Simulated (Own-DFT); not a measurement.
# Forces on the neighbours of a vacancy: 2H SiC, 71 atoms (C36Si35), with one Si vacancy

Calculated results; nothing here was measured. They come from Own-DFT, an in-house plane-wave density functional program, since retired, whose code no person has reviewed. Each row is one single-point run on a periodic cell that was not relaxed, without spin or spin-orbit coupling.

Settings of every run: PBE; PseudoDojo norm-conserving scalar-relativistic files; cutoff 42 hartree; 4 x 4 x 3 k mesh centred on Gamma; Fermi-Dirac smearing of 0.1 eV.

Known limits: a neutral cation vacancy leaves holes that likely carry spin, which these runs leave out; not probed for a lower state with spin; forces on such cells moved up to 12 meV/angstrom on a denser k mesh; stress not checked against mesh or cutoff.

Cell vectors in Å: (9.248, 0.000, 0.000); (-4.624, 8.009, 0.000); (0.000, 0.000, 10.068). Every atom was also moved at random, by a Gaussian of width 0.05 Å on each axis. The defect's site can differ from row to row. The empty site has 4 nearest neighbours, all C. For each, d is its distance from the empty site and R the part of its force along the line away from it, positive outwards. The last column is the rms force component on atoms over 4.5 Å away.

| run | d1 (Å) | d2 (Å) | d3 (Å) | d4 (Å) | R1 (eV/Å) | R2 (eV/Å) | R3 (eV/Å) | R4 (eV/Å) | far F (eV/Å) |
|---|---|---|---|---|---|---|---|---|---|
| 1 | 1.849 | 1.881 | 1.913 | 1.947 | 1.90 | 1.36 | 1.53 | 0.54 | 1.41 |
| 2 | 1.836 | 1.853 | 1.882 | 1.937 | 1.79 | 1.63 | 1.40 | 0.27 | 1.54 |
| 3 | 1.845 | 1.862 | 1.913 | 1.960 | 0.93 | 1.66 | 1.27 | 0.72 | 1.48 |
| 4 | 1.849 | 1.910 | 1.921 | 1.956 | 1.26 | 0.68 | 1.57 | -0.40 | 1.30 |
| 5 | 1.805 | 1.848 | 1.931 | 1.932 | 1.55 | 1.71 | 1.34 | 1.25 | 1.40 |
| 6 | 1.862 | 1.883 | 1.925 | 1.926 | 1.91 | 2.10 | 1.07 | 0.57 | 1.57 |
| 7 | 1.862 | 1.882 | 1.887 | 1.898 | 1.84 | 1.53 | 1.45 | 1.40 | 1.43 |
| 8 | 1.795 | 1.834 | 1.884 | 1.918 | 2.45 | 2.63 | 1.02 | 0.89 | 1.41 |
| 9 | 1.870 | 1.870 | 1.895 | 1.905 | ? | ? | ? | ? | ? |

## Worked fit

A straight line through the 32 neighbours shown gives R = 1.34 - 10.6 (d - 1.887) eV/Å, with a scatter of 0.43 left by the moves of the other atoms. The slope, with an error of 1.8, is the pull back towards the neighbour's own site. The constant, 1.34 ± 0.08 eV/Å, is the force at the mean distance: with one bond gone, the neighbours are pushed outwards, away from the empty site. It shows how a relaxation would start, not where it would end, and it depends somewhat on the width of the random moves.

## Withheld run

Question: what mean R should the neighbours of run 9 feel? Their mean d is 1.885 Å.

The line gives 1.36 ± 0.19 eV/Å, by the scatter of the means of the runs shown. The calculation gave R = 1.43, 1.30, 1.40, 1.17, a mean of 1.33 eV/Å.
